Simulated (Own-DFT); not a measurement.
# What a defect does to the pressure of its cell: zincblende GaAs

No measurement is shown. These are fixed-geometry runs of a retired plane-wave code named Own-DFT, which no person has reviewed; spin and spin-orbit coupling are neglected.

All runs used: PBE; PseudoDojo norm-conserving scalar-relativistic files; cutoff 42 hartree; 3 x 3 x 3 k mesh centred on Gamma; Fermi-Dirac smearing of 0.1 eV.

Known weak points (not all hold for every row): not probed for a lower state with spin; forces not confirmed at this smearing and k mesh; stress not checked against mesh or cutoff.

All runs share one cell, with vectors in Å (11.737, 0.000, 0.000); (0.000, 11.737, 0.000); (0.000, 0.000, 10.919) and a volume of 1504.3 Å³, strained against the parent crystal. The atoms are randomly displaced, by u rms on each axis. The defect's site can differ from row to row.

```
cell,formula,u (Å),P (GPa)
no defect,As32Ga32,0.0290,0.74
no defect,As32Ga32,0.0292,0.76
no defect,As32Ga32,0.0482,0.99
one P on an As site,As31Ga32P,0.0273,0.49
one P on an As site,As31Ga32P,0.0299,0.52
one P on an As site,As31Ga32P,0.0474,0.80
one In on a Ga site,As32Ga31In,0.0299,1.36
one In on a Ga site,As32Ga31In,0.0325,1.35
one In on a Ga site,As32Ga31In,0.0468,1.57
one As vacancy and one Ga vacancy,As31Ga31,0.0293,0.34
one As vacancy and one Ga vacancy,As31Ga31,0.0325,0.60
one As vacancy and one Ga vacancy,As31Ga31,0.0484,0.74
one Al on a Ga site,AlAs32Ga31,0.0320,?
one Al on a Ga site,AlAs32Ga31,0.0321,0.76
one Al on a Ga site,AlAs32Ga31,0.0496,1.09
one Al on a Ga site,AlAs32Ga31,0.0569,1.05
```

## Analysis

P = P0 + c u² + a shift for each defect gives P0 = 0.60 GPa, c = 172 ± 26 GPa/Å² and a scatter of 0.07 GPa. The shifts, and each times the cell's volume:

- one In on a Ga site: 0.59 ± 0.06 GPa, 5.5 eV
- one Al on a Ga site: -0.02 ± 0.06 GPa, -0.2 eV (not resolved)
- one P on an As site: -0.22 ± 0.06 GPa, -2.1 eV
- one As vacancy and one Ga vacancy: -0.29 ± 0.06 GPa, -2.7 eV

Against the defect-free cell, a freed cell would be larger where the shift is positive and smaller where it is negative (160.2 GPa Å³ is 1 eV). The atoms around the defects weren't relaxed, which would change these numbers.

## Check

Question: what pressure belongs in the blank (one Al on a Ga site, u = 0.0320 Å)?

The fitted form gives 0.76 ± 0.09 GPa. The calculation gave 0.77 GPa.
